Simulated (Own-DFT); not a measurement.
# Computed records: InP (zincblende, strained, atoms displaced)

Computed with Own-DFT development build. A calculation, not a measurement: plane-wave PBE density functional theory by an unreviewed code, no spin, of a simulated periodic cell, stress positive in tension, free energy of the whole cell less one offset for each atom, forces on such cells moved up to 12 meV/angstrom on a denser k mesh; offsets are fitted by least squares, one for each functional and potential file, so energies compare only between cells with the same atoms and settings and are not formation energies; the far tail of each file's local potential was reset to the Coulomb form; each entry is a single point on an unrelaxed cell, so the pressure reflects the starting lattice, mostly measured values (interpolated for alloys), from which strain is counted, and rises with the displacements; printed positions are rounded, which can move forces by about a meV/angstrom; the program, named Own-DFT, is a retired in-house code; no spin-orbit coupling; before rounding, a Quantum ESPRESSO 7.3.1 run of the same cell and cutoff gave forces within 1 meV/angstrom rms on each cell, which checks the program and not the settings.

### InP (zincblende, strained, atoms displaced)

```
CELL_PARAMETERS angstrom
11.30660 0.00000 0.00000
0.00000 11.30660 0.00000
0.00000 0.00000 12.12510
ATOMIC_POSITIONS crystal
In 0.99552 0.99782 0.99475
In 0.00037 0.25054 0.25221
In 0.25093 0.00138 0.25321
In 0.25228 0.24536 0.00301
P 0.12813 0.12427 0.12552
P 0.12215 0.37651 0.37397
P 0.37416 0.12793 0.37502
P 0.37489 0.37713 0.12157
In 0.00183 0.99994 0.49624
In 0.00470 0.24640 0.75124
In 0.24733 0.00076 0.75147
In 0.24963 0.25092 0.50112
P 0.12526 0.12634 0.62696
P 0.11951 0.37703 0.87442
P 0.37238 0.12693 0.87277
P 0.37539 0.37475 0.62532
In 0.99621 0.49863 0.00130
In 0.99636 0.74817 0.24694
In 0.25207 0.50235 0.24942
In 0.24812 0.74823 0.00101
P 0.12772 0.62980 0.12357
P 0.12294 0.87580 0.37653
P 0.37511 0.62603 0.37122
P 0.38088 0.87568 0.12643
In 0.99450 0.49775 0.49713
In 0.99792 0.75002 0.75162
In 0.25023 0.49798 0.75086
In 0.25059 0.74672 0.49667
P 0.12697 0.62247 0.62183
P 0.12606 0.87125 0.87617
P 0.37276 0.62429 0.87443
P 0.37586 0.87360 0.62189
In 0.49626 0.99966 0.99826
In 0.50240 0.25182 0.24937
In 0.74920 0.99459 0.25117
In 0.75237 0.24960 0.00033
P 0.62520 0.12444 0.12515
P 0.62673 0.37350 0.37595
P 0.87809 0.12753 0.37579
P 0.87349 0.37579 0.12552
In 0.49920 0.99747 0.49575
In 0.49858 0.25478 0.75307
In 0.74893 0.00073 0.75316
In 0.75195 0.24946 0.49741
P 0.62599 0.12505 0.62432
P 0.62779 0.37829 0.87883
P 0.87791 0.12504 0.87514
P 0.87556 0.37534 0.62675
In 0.50345 0.50375 0.00442
In 0.49590 0.74272 0.25082
In 0.75228 0.50327 0.24850
In 0.75600 0.74723 0.00022
P 0.62511 0.62780 0.12416
P 0.62586 0.87533 0.37459
P 0.87545 0.62551 0.37935
P 0.87354 0.87805 0.12048
In 0.49994 0.50202 0.49735
In 0.49915 0.74477 0.74728
In 0.74576 0.49851 0.74987
In 0.74336 0.75093 0.50526
P 0.62464 0.62463 0.62357
P 0.62646 0.87808 0.87646
P 0.87611 0.62435 0.87539
P 0.87788 0.87578 0.62769
```

* functional: PBE
* potential files: PseudoDojo norm-conserving, scalar-relativistic, standard set
* wave cutoff: 36 hartree
* occupations: Fermi-Dirac
* smearing width: 0.1 eV
* k mesh: 3 x 3 x 3 centred on Gamma
* free energy of cell above offsets: -32.309 eV
* pressure: 6.56 GPa
* stress xx: -7.56 GPa
* stress yy: -7.59 GPa
* stress zz: -4.52 GPa
* stress yz: 0.38 GPa
* stress xz: 0.61 GPa
* stress xy: -0.08 GPa

Force:
```tsv
element	x (eV/Å)	y (eV/Å)	z (eV/Å)
In	0.887	0.216	0.476
In	0.151	-0.061	-0.629
In	0.028	-0.315	-0.257
In	-0.443	0.648	-0.482
P	-0.741	-0.322	-0.027
P	0.561	0.08	0.08
P	0.21	0.063	0.026
P	0.121	-0.115	0.435
In	-0.197	0.16	0.748
In	-0.508	0.462	-0.131
In	0.243	-0.424	-0.311
In	-0.132	0.102	-0.11
P	0.057	-0.377	-0.546
P	0.723	-0.317	0.481
P	0.246	-0.166	0.115
P	0.09	0.288	-0.207
In	0.428	0.241	0.143
In	0.102	0.359	0.26
In	-0.424	-0.381	-0.222
In	0.776	0.542	-0.077
P	-0.598	-0.811	0.326
P	0.247	-0.483	-0.603
P	-0.195	-0.489	0.673
P	-0.776	-0.193	0.057
In	0.529	0.019	0.602
In	0.522	-0.315	-0.399
In	-0.266	0.045	-0.126
In	-0.202	0.334	0.306
P	-0.397	0.024	0.24
P	-0.09	0.289	-0.149
P	0.335	-0.067	0.26
P	-0.254	0.078	0.285
In	0.331	0.289	-0.03
In	-0.23	0.016	-0.124
In	0.258	0.709	-0.137
In	-0.102	-0.177	0.046
P	0.034	-0.116	-0.086
P	-0.004	0.476	-0.29
P	-0.394	-0.547	-0.363
P	0.193	-0.21	0.221
In	0.037	0.466	0.426
In	0.511	-0.281	-0.235
In	0.132	0.102	-0.446
In	-0.045	0.039	0.625
P	-0.287	0.086	0.077
P	-0.368	-0.286	-0.017
P	-0.417	0.282	-0.195
P	-0.097	-0.321	0.085
In	-0.386	-0.104	-0.609
In	0.786	0.948	-0.301
In	-0.259	-0.079	0.377
In	-0.635	0.347	-0.286
P	0.41	0.087	0.311
P	-0.322	-0.643	-0.116
P	-0.567	0.525	-0.471
P	0.169	-0.281	0.617
In	-0.062	-0.345	0.092
In	0.02	0.683	0.468
In	0.499	0.157	-0.064
In	0.847	0.393	-0.352
P	-0.219	-0.432	0.242
P	-0.283	-0.818	-0.063
P	-0.23	-0.271	-0.304
P	-0.352	0.193	-0.337
```
